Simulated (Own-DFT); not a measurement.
# One host, several defects: D0_22 TiAl3

Source: density functional calculations with Own-DFT, an unreviewed in-house program that is no longer used. Nothing was measured or relaxed, and spin and spin-orbit coupling are left out.

Settings: PBE; PseudoDojo norm-conserving scalar-relativistic files; cutoff 42 hartree; 4 x 4 x 4 k mesh centred on Gamma; cold (Marzari-Vanderbilt) smearing of 0.2 eV.

Limits: forces on such cells failed a check on a denser k mesh; stress not checked against mesh or cutoff.

All runs share one cell, with vectors in Å (-2.365, -6.981, 4.326); (-7.667, 3.491, 1.442); (-2.950, -3.488, -7.241) and a volume of 625.4 Å³. Atoms were moved at random from their sites; u is the rms move along one axis. The defect's site can differ from row to row.

| cell | formula | u (Å) | P (GPa) |
|---|---|---|---|
| no defect | Al30Ti10 | 0.0193 | 1.97 |
| no defect | Al30Ti10 | 0.0201 | 1.98 |
| no defect | Al30Ti10 | 0.0448 | 2.46 |
| two Ti on an Al site each | Al28Ti12 | 0.0255 | 3.27 |
| two Ti on an Al site each | Al28Ti12 | 0.0420 | 3.60 |
| two Ti on an Al site each | Al28Ti12 | 0.0449 | 3.50 |
| two Al on a Ti site each | Al32Ti8 | 0.0281 | 2.85 |
| two Al on a Ti site each | Al32Ti8 | 0.0326 | 2.97 |
| two Al on a Ti site each | Al32Ti8 | 0.0447 | 3.17 |
| two Al on a Ti site each | Al32Ti8 | 0.0480 | ? |
| two Al vacancies | Al28Ti10 | 0.0280 | 1.28 |
| two Al vacancies | Al28Ti10 | 0.0303 | 1.25 |
| two Al vacancies | Al28Ti10 | 0.0511 | 1.73 |

## Working it out

P = P0 + c u² + a shift for each defect gives P0 = 1.89 GPa, c = 263 ± 24 GPa/Å² and a scatter of 0.06 GPa. The shifts, and each times the cell's volume:

- two Ti on an Al site each: 1.18 ± 0.05 GPa, 4.6 eV (2.3 eV for each of its 2 sites)
- two Al on a Ti site each: 0.77 ± 0.05 GPa, 3.0 eV (1.5 eV for each of its 2 sites)
- two Al vacancies: -0.85 ± 0.05 GPa, -3.3 eV (-1.7 eV for each of its 2 sites)

A positive shift means that the defect pushes the cell outwards. Shift times volume (160.2 GPa Å³ is 1 eV) depends little on the cell's size, so, taken for each site, it can be compared between cells at like pressure. The atoms around the defects weren't relaxed, which would change these numbers.

## The run left out

Asked: what pressure belongs in the blank (two Al on a Ti site each, u = 0.0480 Å)?

The fitted form gives 3.26 ± 0.07 GPa. Computed: 3.34 GPa.
